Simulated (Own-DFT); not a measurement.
GaP (zincblende, strained, atoms displaced), SiC (2H silicon carbide, atoms displaced), SiC (4H silicon carbide, atoms displaced) (calculated)

Computed with Own-DFT development build. A calculation, not a measurement: plane-wave PBE density functional theory by an unreviewed code, no spin, of a simulated periodic cell, stress positive in tension, free energy of the whole cell less one offset for each atom, forces on such cells passed a denser k mesh, this cell's mesh not checked; offsets are fitted by least squares, one for each functional and potential file, so energies compare only between cells with the same atoms and settings and are not formation energies; the far tail of each file's local potential was reset to the Coulomb form; each entry is a single point on an unrelaxed cell, so the pressure reflects the starting lattice, mostly measured values (interpolated for alloys), from which strain is counted, and rises with the displacements; printed positions are rounded, which can move forces by about a meV/angstrom; the program, named Own-DFT, is a retired in-house code; no spin-orbit coupling.

Settings shared by all entries: functional PBE; potential files PseudoDojo norm-conserving, scalar-relativistic, standard set; wave cutoff 42 hartree; occupations Fermi-Dirac; smearing width 0.1 eV; hardware one NVIDIA H100.

```json
{"entry": 1, "formula": "GaP", "kind": "zincblende, strained, atoms displaced", "structure": {"cell_angstrom": [[10.862, 0.0, 0.0], [0.0, 10.862, 0.0], [0.0, 0.0, 10.9439]], "atoms_fractional": [["Ga", 0.99415, 0.99935, 4e-05], ["Ga", 0.0004, 0.25765, 0.25831], ["Ga", 0.2493, 0.99807, 0.24404], ["Ga", 0.24868, 0.26108, 0.00475], ["P", 0.12578, 0.12051, 0.12678], ["P", 0.11549, 0.36479, 0.37022], ["P", 0.37516, 0.13428, 0.36736], ["P", 0.36801, 0.37808, 0.12827], ["Ga", 0.00565, 0.0051, 0.50237], ["Ga", 0.9881, 0.2553, 0.75747], ["Ga", 0.25478, 0.98012, 0.7567], ["Ga", 0.25952, 0.24888, 0.50754], ["P", 0.12157, 0.11546, 0.62247], ["P", 0.12171, 0.37385, 0.8829], ["P", 0.37293, 0.12842, 0.88217], ["P", 0.37877, 0.3799, 0.616], ["Ga", 0.01951, 0.50186, 0.01162], ["Ga", 0.00899, 0.75387, 0.25122], ["Ga", 0.26053, 0.50135, 0.26303], ["Ga", 0.23877, 0.7467, 0.9992], ["P", 0.13316, 0.62553, 0.12661], ["P", 0.11499, 0.87514, 0.37721], ["P", 0.37141, 0.61867, 0.36784], ["P", 0.37588, 0.87646, 0.11554], ["Ga", 0.00016, 0.49254, 0.48769], ["Ga", 0.99426, 0.75224, 0.74303], ["Ga", 0.25389, 0.51066, 0.75536], ["Ga", 0.23202, 0.73711, 0.50115], ["P", 0.11686, 0.62316, 0.63153], ["P", 0.12779, 0.88077, 0.87436], ["P", 0.37744, 0.6242, 0.87928], ["P", 0.37026, 0.87109, 0.6332], ["Ga", 0.4852, 0.00594, 0.00061], ["Ga", 0.50172, 0.26417, 0.25908], ["Ga", 0.74317, 0.00374, 0.24371], ["Ga", 0.74166, 0.23675, 0.99951], ["P", 0.64246, 0.11393, 0.14007], ["P", 0.61868, 0.37206, 0.37436], ["P", 0.88957, 0.12307, 0.3667], ["P", 0.86622, 0.37237, 0.12456], ["Ga", 0.49451, 0.00035, 0.50592], ["Ga", 0.5051, 0.25486, 0.74788], ["Ga", 0.75379, 0.00104, 0.76077], ["Ga", 0.75394, 0.26607, 0.49031], ["P", 0.61589, 0.12902, 0.63441], ["P", 0.63102, 0.36616, 0.87045], ["P", 0.88008, 0.13286, 0.87227], ["P", 0.8717, 0.38045, 0.61835], ["Ga", 0.50176, 0.4954, 0.0109], ["Ga", 0.5029, 0.75538, 0.25561], ["Ga", 0.74678, 0.50063, 0.25187], ["Ga", 0.75804, 0.75427, 0.01825], ["P", 0.63068, 0.62001, 0.11618], ["P", 0.62082, 0.87446, 0.37773], ["P", 0.86059, 0.61705, 0.38283], ["P", 0.87341, 0.88048, 0.1218], ["Ga", 0.48515, 0.50453, 0.49107], ["Ga", 0.49186, 0.7551, 0.75108], ["Ga", 0.74745, 0.49409, 0.75603], ["Ga", 0.74577, 0.75993, 0.49982], ["P", 0.61916, 0.61937, 0.61629], ["P", 0.61053, 0.87356, 0.87292], ["P", 0.86066, 0.63345, 0.86504], ["P", 0.86677, 0.86692, 0.62622]]}, "settings": {"k_mesh": "3 x 3 x 3 centred on Gamma"}, "results": {"free_energy_of_cell_above_offsets [eV]": "-28.006", "pressure [GPa]": 4.84, "stress_xx [GPa]": -4.82, "stress_yy [GPa]": -5.17, "stress_zz [GPa]": -4.53, "stress_yz [GPa]": -0.29, "stress_xz [GPa]": -1.54, "stress_xy [GPa]": -1.17, "force_element": ["Ga", "Ga", "Ga", "Ga", "P", "P", "P", "P", "Ga", "Ga", "Ga", "Ga", "P", "P", "P", "P", "Ga", "Ga", "Ga", "Ga", "P", "P", "P", "P", "Ga", "Ga", "Ga", "Ga", "P", "P", "P", "P", "Ga", "Ga", "Ga", "Ga", "P", "P", "P", "P", "Ga", "Ga", "Ga", "Ga", "P", "P", "P", "P", "Ga", "Ga", "Ga", "Ga", "P", "P", "P", "P", "Ga", "Ga", "Ga", "Ga", "P", "P", "P", "P"], "force_x [eV/angstrom]": [0.885, -1.254, 0.294, -0.29, -0.614, 3.234, -0.183, 1.08, -1.744, 1.476, -0.076, -1.363, 1.479, 0.45, -0.637, -0.694, -2.759, -1.705, -2.683, 1.249, -0.019, 1.657, 0.722, -0.72, -0.207, 0.113, -0.387, 1.04, -0.069, -1.933, 0.128, -0.125, 2.153, -0.608, 3.571, 0.772, -5.246, 0.789, -2.014, 0.936, -0.142, -1.524, -0.999, -0.097, 1.895, -0.986, -1.042, 0.537, -0.075, -0.426, -0.24, -1.332, -0.509, 0.281, 1.319, 0.92, 1.828, 0.912, -0.067, -0.422, -0.187, 1.502, 1.476, 0.681], "force_y [eV/angstrom]": [0.77, -1.493, -0.185, -1.7, 1.035, 1.881, -1.306, -0.067, -1.031, 0.612, 2.846, -0.6, 1.498, 0.483, 1.067, 0.031, -0.315, -1.033, -1.787, 0.59, 0.101, 0.223, 3.118, -1.108, 0.748, 0.006, -1.219, 0.932, -1.07, -1.507, 0.232, -0.599, -0.084, -1.881, -3.246, 0.508, 3.934, 2.166, -0.276, 0.234, 0.54, -0.007, -0.297, -2.278, -0.871, 0.501, -1.561, -0.04, -0.242, -0.775, -0.544, -0.66, 0.74, 1.115, 1.349, -0.024, -0.322, -1.549, 0.81, -1.586, 0.519, 0.721, -0.202, 2.156], "force_z [eV/angstrom]": [-0.39, -3.107, 0.595, -0.146, -0.298, 1.716, 0.64, 0.415, -0.287, -1.903, -0.342, -0.562, 1.99, -1.349, -1.237, 1.835, -0.763, -0.402, -1.783, -0.571, 1.648, 0.151, 1.388, 1.43, 0.987, 1.091, -0.397, -0.22, -0.581, 0.747, 0.532, -2.392, 0.104, -1.935, 3.867, 0.319, -3.852, 0.695, 1.046, -0.112, -0.105, 0.431, -0.657, 0.481, -1.591, 1.467, 1.265, 1.004, -1.438, -1.523, -0.429, -2.63, 1.743, -0.011, -0.695, 1.578, 0.517, -0.364, -1.282, 0.127, 0.823, 1.412, 1.525, -0.214], "wall_time [s]": 565.9}}
{"entry": 2, "formula": "SiC", "kind": "2H silicon carbide, atoms displaced", "structure": {"cell_angstrom": [[6.1654, 0.0, 0.0], [-3.0827, 5.3394, 0.0], [0.0, 0.0, 10.0681]], "atoms_fractional": [["Si", 0.00147, 0.99732, 0.00312], ["Si", 0.16929, 0.34066, 0.24755], ["C", 0.99655, 0.9982, 0.18578], ["C", 0.17136, 0.32756, 0.44058], ["Si", 0.99141, 0.98681, 0.50502], ["Si", 0.16951, 0.33448, 0.74727], ["C", 0.99582, 0.99725, 0.688], ["C", 0.16255, 0.33298, 0.94215], ["Si", 0.00986, 0.50317, 0.00123], ["Si", 0.16523, 0.83959, 0.24662], ["C", 0.01035, 0.49904, 0.1839], ["C", 0.17791, 0.83405, 0.43931], ["Si", 0.00286, 0.5047, 0.50052], ["Si", 0.16296, 0.83146, 0.75119], ["C", 0.00354, 0.5017, 0.68628], ["C", 0.15595, 0.83419, 0.93853], ["Si", 0.4902, 0.98766, 0.00019], ["Si", 0.66439, 0.32363, 0.24808], ["C", 0.49584, 0.99457, 0.18443], ["C", 0.66676, 0.33431, 0.43411], ["Si", 0.49595, 0.9944, 0.50264], ["Si", 0.667, 0.33079, 0.74887], ["C", 0.49582, 0.99856, 0.68723], ["C", 0.65855, 0.32865, 0.93439], ["Si", 0.49215, 0.49258, 0.99661], ["Si", 0.67074, 0.83526, 0.24655], ["C", 0.49577, 0.50641, 0.19437], ["C", 0.6664, 0.82672, 0.43561], ["Si", 0.50345, 0.49803, 0.49851], ["Si", 0.6555, 0.82886, 0.75148], ["C", 0.5148, 0.50373, 0.68585], ["C", 0.66768, 0.83107, 0.93734]]}, "settings": {"k_mesh": "5 x 5 x 3 centred on Gamma"}, "results": {"free_energy_of_cell_above_offsets [eV]": "-4.600", "pressure [GPa]": 3.86, "stress_xx [GPa]": -3.21, "stress_yy [GPa]": -2.36, "stress_zz [GPa]": -6.0, "stress_yz [GPa]": -0.31, "stress_xz [GPa]": -0.28, "stress_xy [GPa]": 0.37, "force_element": ["Si", "Si", "C", "C", "Si", "Si", "C", "C", "Si", "Si", "C", "C", "Si", "Si", "C", "C", "Si", "Si", "C", "C", "Si", "Si", "C", "C", "Si", "Si", "C", "C", "Si", "Si", "C", "C"], "force_x [eV/angstrom]": [-1.341, 0.493, 0.324, -1.155, 0.586, 0.28, -0.167, 0.498, -2.036, 0.742, -2.015, -1.735, 0.657, -0.33, -0.129, 1.563, 0.346, -0.277, 0.07, 0.856, 1.183, 0.384, -0.003, 0.936, 0.746, -0.685, 1.714, -0.34, -0.331, 1.231, -1.465, -0.602], "force_y [eV/angstrom]": [0.4, -1.131, 0.726, -0.121, 1.199, -0.213, 0.036, -0.485, -0.599, -1.029, 0.543, -0.296, -1.083, 0.175, -0.218, -0.587, 1.243, 1.293, 0.342, -0.615, 0.849, 0.173, -0.148, -0.206, 0.725, -0.22, -1.018, 0.683, -0.19, 0.525, -0.501, -0.253], "force_z [eV/angstrom]": [-0.837, 1.535, 0.49, -0.33, -1.331, 0.23, 0.858, -1.476, -0.729, 0.974, 0.87, -0.748, -0.802, -0.257, 0.596, -0.237, -0.834, -0.262, 0.466, 0.782, -0.903, 0.138, 0.495, 0.991, 1.084, 0.927, -1.954, 0.298, -0.295, -0.268, 0.193, 0.335], "wall_time [s]": 122.6}}
{"entry": 3, "formula": "SiC", "kind": "4H silicon carbide, atoms displaced", "structure": {"cell_angstrom": [[6.1654, 0.0, 0.0], [-3.0827, 5.3394, 0.0], [0.0, 0.0, 10.0681]], "atoms_fractional": [["Si", 0.01568, 0.98247, 0.41495], ["Si", 0.15501, 0.3335, 0.14324], ["C", 0.02362, 0.99742, 0.08061], ["C", 0.20892, 0.32929, 0.34893], ["Si", 0.0001, 0.50317, 0.40889], ["Si", 0.17863, 0.82931, 0.15868], ["C", 0.0027, 0.49828, 0.07265], ["C", 0.13055, 0.83242, 0.35619], ["Si", 0.51551, 0.02388, 0.40261], ["Si", 0.66963, 0.30972, 0.153], ["C", 0.51332, 0.03146, 0.08592], ["C", 0.67278, 0.34339, 0.34667], ["Si", 0.4978, 0.50172, 0.40623], ["Si", 0.68809, 0.85066, 0.15444], ["C", 0.53605, 0.50594, 0.08643], ["C", 0.69447, 0.83813, 0.33108], ["Si", 0.97352, 0.96653, 0.91078], ["Si", 0.83056, 0.66251, 0.65223], ["C", 0.97498, 0.97702, 0.58286], ["C", 0.83416, 0.6626, 0.84909], ["Si", 0.01831, 0.51571, 0.90488], ["Si", 0.81609, 0.14968, 0.654], ["C", 0.00791, 0.51262, 0.59215], ["C", 0.84892, 0.17641, 0.84787], ["Si", 0.50254, 0.97595, 0.89615], ["Si", 0.35583, 0.68613, 0.66337], ["C", 0.53716, 0.02356, 0.58618], ["C", 0.3222, 0.66043, 0.84401], ["Si", 0.51323, 0.48839, 0.92133], ["Si", 0.32489, 0.1497, 0.63466], ["C", 0.52645, 0.52401, 0.59542], ["C", 0.34362, 0.19437, 0.83533]]}, "settings": {"k_mesh": "5 x 5 x 3 centred on Gamma"}, "results": {"free_energy_of_cell_above_offsets [eV]": "5.858", "pressure [GPa]": 12.1, "stress_xx [GPa]": -10.78, "stress_yy [GPa]": -10.68, "stress_zz [GPa]": -14.83, "stress_yz [GPa]": -4.77, "stress_xz [GPa]": -0.35, "stress_xy [GPa]": -1.49, "force_element": ["Si", "Si", "C", "C", "Si", "Si", "C", "C", "Si", "Si", "C", "C", "Si", "Si", "C", "C", "Si", "Si", "C", "C", "Si", "Si", "C", "C", "Si", "Si", "C", "C", "Si", "Si", "C", "C"], "force_x [eV/angstrom]": [-9.734, 4.083, -1.455, -7.297, 1.781, -1.186, 0.339, 12.32, 1.088, -0.716, 0.974, 0.844, 3.978, 0.476, -2.589, -2.583, 1.868, 2.253, 1.089, 0.082, -2.26, 5.755, 1.292, -0.734, -1.935, -0.813, -5.95, 3.388, -1.073, -0.346, -3.458, 0.522], "force_y [eV/angstrom]": [6.677, -0.386, 0.547, -2.197, -0.811, 0.664, 0.368, -5.099, -2.955, 7.14, -7.958, -0.292, 4.155, -1.261, 0.42, 0.487, 4.937, 0.154, 1.979, -1.236, -2.257, 4.85, -1.002, -2.215, 4.872, -1.786, -3.776, 0.613, 0.22, 2.795, -3.019, -4.629], "force_z [eV/angstrom]": [-0.913, 1.251, 3.986, -2.63, 0.228, -0.483, 6.776, -6.092, -0.567, 1.879, -0.835, -1.556, 0.937, -1.685, 5.095, 2.537, -3.339, 2.386, 3.616, -2.332, -3.506, 2.704, 1.017, -1.208, 0.806, -2.206, -1.221, -0.156, -5.819, 3.809, -1.851, -0.627], "wall_time [s]": 120.6}}
{"entry": 4, "formula": "GaP", "kind": "zincblende, strained, atoms displaced", "structure": {"cell_angstrom": [[10.862, 0.0, 0.0], [0.0, 10.862, 0.0], [0.0, 0.0, 10.9439]], "atoms_fractional": [["Ga", 7e-05, 0.9959, 0.99429], ["Ga", 0.99884, 0.25597, 0.25454], ["Ga", 0.24972, 0.0027, 0.24341], ["Ga", 0.24421, 0.23779, 0.99495], ["P", 0.12155, 0.13748, 0.12184], ["P", 0.12816, 0.36475, 0.37638], ["P", 0.37091, 0.12128, 0.36315], ["P", 0.36084, 0.37052, 0.11426], ["Ga", 0.99504, 0.99341, 0.50149], ["Ga", 0.01085, 0.25557, 0.7567], ["Ga", 0.25345, 0.00034, 0.75403], ["Ga", 0.25105, 0.24971, 0.4929], ["P", 0.13324, 0.13306, 0.63016], ["P", 0.11395, 0.35781, 0.87964], ["P", 0.35886, 0.11443, 0.883], ["P", 0.36233, 0.37418, 0.6158], ["Ga", 0.99884, 0.48924, 0.00111], ["Ga", 0.00154, 0.74826, 0.25148], ["Ga", 0.24395, 0.49611, 0.25464], ["Ga", 0.24191, 0.74862, 0.98931], ["P", 0.12339, 0.62644, 0.13145], ["P", 0.11252, 0.87848, 0.36249], ["P", 0.38336, 0.6222, 0.36547], ["P", 0.3693, 0.86964, 0.12045], ["Ga", 0.00914, 0.5159, 0.50707], ["Ga", 0.00844, 0.74426, 0.7438], ["Ga", 0.2444, 0.50255, 0.74787], ["Ga", 0.25116, 0.75485, 0.50434], ["P", 0.13566, 0.60673, 0.62652], ["P", 0.13346, 0.87877, 0.88227], ["P", 0.38035, 0.61843, 0.8845], ["P", 0.36045, 0.87303, 0.62298], ["Ga", 0.51389, 0.00271, 0.99289], ["Ga", 0.49783, 0.25135, 0.26462], ["Ga", 0.73763, 0.99382, 0.24612], ["Ga", 0.74941, 0.24702, 0.99263], ["P", 0.63266, 0.11574, 0.11754], ["P", 0.62655, 0.37757, 0.37141], ["P", 0.88123, 0.12, 0.37668], ["P", 0.8677, 0.3802, 0.13654], ["Ga", 0.49561, 0.99867, 0.50285], ["Ga", 0.48995, 0.25342, 0.74938], ["Ga", 0.73798, 0.0036, 0.74919], ["Ga", 0.75771, 0.24887, 0.49922], ["P", 0.62298, 0.12734, 0.63554], ["P", 0.6331, 0.3733, 0.86944], ["P", 0.87288, 0.10645, 0.86872], ["P", 0.86879, 0.36502, 0.61351], ["Ga", 0.48788, 0.50931, 0.99678], ["Ga", 0.51515, 0.74703, 0.24533], ["Ga", 0.75488, 0.51105, 0.2491], ["Ga", 0.73937, 0.74328, 0.00667], ["P", 0.6201, 0.61964, 0.10427], ["P", 0.61463, 0.8714, 0.37455], ["P", 0.86828, 0.62635, 0.37597], ["P", 0.89696, 0.8686, 0.13256], ["Ga", 0.49562, 0.50123, 0.50134], ["Ga", 0.50207, 0.75382, 0.73991], ["Ga", 0.74205, 0.50888, 0.75384], ["Ga", 0.74725, 0.76355, 0.49624], ["P", 0.62979, 0.6123, 0.62731], ["P", 0.62958, 0.86306, 0.88208], ["P", 0.87541, 0.62766, 0.87238], ["P", 0.87998, 0.8827, 0.62936]]}, "settings": {"k_mesh": "3 x 3 x 3 centred on Gamma"}, "results": {"free_energy_of_cell_above_offsets [eV]": "-27.731", "pressure [GPa]": 4.66, "stress_xx [GPa]": -4.58, "stress_yy [GPa]": -4.83, "stress_zz [GPa]": -4.55, "stress_yz [GPa]": 0.03, "stress_xz [GPa]": -2.18, "stress_xy [GPa]": -0.15, "force_element": ["Ga", "Ga", "Ga", "Ga", "P", "P", "P", "P", "Ga", "Ga", "Ga", "Ga", "P", "P", "P", "P", "Ga", "Ga", "Ga", "Ga", "P", "P", "P", "P", "Ga", "Ga", "Ga", "Ga", "P", "P", "P", "P", "Ga", "Ga", "Ga", "Ga", "P", "P", "P", "P", "Ga", "Ga", "Ga", "Ga", "P", "P", "P", "P", "Ga", "Ga", "Ga", "Ga", "P", "P", "P", "P", "Ga", "Ga", "Ga", "Ga", "P", "P", "P", "P"], "force_x [eV/angstrom]": [0.089, -0.466, -0.729, 0.097, -0.921, -0.852, 0.35, 1.265, 1.25, -3.098, -1.046, 0.135, -0.515, 2.323, 3.058, 1.142, -0.351, -0.121, 0.494, 1.136, 0.145, 1.811, -0.651, 1.072, -2.195, -0.125, 1.754, -1.056, -0.572, -1.274, -2.573, 1.913, -1.76, 0.198, 2.064, 0.904, -0.812, 0.252, -1.214, 0.483, -0.278, -0.364, 0.617, -1.412, -0.876, -1.765, 0.535, 1.978, 1.368, -1.723, -1.536, 3.169, 0.247, 0.594, 1.112, -3.286, 0.253, -0.087, 2.072, 0.553, -1.28, -0.732, 0.271, -1.035], "force_y [eV/angstrom]": [0.436, -0.499, -0.561, 1.208, -1.642, 1.893, -0.161, 0.282, 1.132, -2.168, -0.197, -1.168, -1.153, 3.022, 0.622, 0.377, 0.952, -1.596, -0.055, -1.066, -0.765, 0.169, 0.49, 0.286, -2.782, 0.466, -2.284, -1.297, 3.896, -0.248, 2.424, 0.857, -0.89, 0.219, -0.304, -0.239, 1.715, 0.168, 0.015, -1.054, 0.537, -0.06, -1.522, -1.164, 0.262, 0.18, 1.964, 2.457, -3.958, -0.393, -0.464, 1.003, -0.471, 0.867, 0.964, 0.94, -0.415, -0.814, -1.529, -0.962, 2.397, 1.145, -0.293, -1.173], "force_z [eV/angstrom]": [1.031, -0.359, -0.84, 0.422, 0.692, 0.239, 1.779, 0.933, -0.063, -2.658, -0.864, 0.204, -0.615, 1.184, -0.622, 0.989, 0.491, 0.584, -0.621, 1.785, -1.031, 1.861, 0.718, 0.025, -1.822, 0.617, 2.581, -2.299, -0.505, -2.007, -3.616, 0.948, 0.313, -2.265, 0.473, 0.517, 0.723, 0.705, -0.633, -1.367, 0.007, 0.515, 0.566, -1.272, -1.777, 0.592, 0.329, 2.424, 1.241, -1.082, -0.329, -0.452, 3.088, 0.334, 0.757, -1.397, -0.282, 0.643, 0.18, 0.944, -1.56, -1.783, 0.416, 0.271], "wall_time [s]": 577.4}}
```
